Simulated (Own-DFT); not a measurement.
# Which defects push the lattice out? grey tin

Source: density functional calculations with Own-DFT, an unreviewed in-house program that is no longer used. Nothing was measured or relaxed, and spin and spin-orbit coupling are left out.

Method: PBE; PseudoDojo norm-conserving scalar-relativistic files; cutoff 42 hartree; 3 x 3 x 3 k mesh centred on Gamma; cold (Marzari-Vanderbilt) smearing of 0.2 eV.

Caveats (not all hold for every row): not probed for a lower state with spin; forces on such cells moved up to 12 meV/angstrom on a denser k mesh; stress not checked against mesh or cutoff.

All runs share one cell, with vectors in Å (12.978, 0.000, 0.000); (0.000, 12.978, 0.000); (0.000, 0.000, 12.978) and a volume of 2185.9 Å³. u is the rms random offset of the atoms per axis. The defect's site can differ from row to row.

| cell | formula | u (Å) | P (GPa) |
|---|---|---|---|
| no defect | Sn64 | 0.0197 | 3.37 |
| no defect | Sn64 | 0.0462 | 3.58 |
| no defect | Sn64 | 0.0490 | 3.64 |
| two Sn vacancies | Sn62 | 0.0285 | 3.10 |
| two Sn vacancies | Sn62 | 0.0317 | 3.09 |
| two Sn vacancies | Sn62 | 0.0479 | ? |
| two Sn vacancies | Sn62 | 0.0502 | 3.37 |
| one Sn vacancy | Sn63 | 0.0294 | 3.23 |
| one Sn vacancy | Sn63 | 0.0301 | 3.24 |
| one Sn vacancy | Sn63 | 0.0509 | 3.38 |

## What the rows give

P = P0 + c u² + a shift for each defect gives P0 = 3.32 GPa, c = 127 ± 16 GPa/Å² and a scatter of 0.04 GPa. The shifts, and each times the cell's volume:

- one Sn vacancy: -0.22 ± 0.03 GPa, -3.1 eV
- two Sn vacancies: -0.32 ± 0.03 GPa, -4.3 eV (-2.2 eV for each of its 2 sites)

A positive shift means that the defect pushes the cell outwards. Shift times volume (160.2 GPa Å³ is 1 eV) depends little on the cell's size, so, taken for each site, it can be compared between cells at like pressure. The atoms around the defects weren't relaxed, which would change these numbers.

## Withheld run

Question: what pressure belongs in the blank (two Sn vacancies, u = 0.0479 Å)?

Estimate: 3.30 ± 0.05 GPa. Computed: 3.29 GPa.
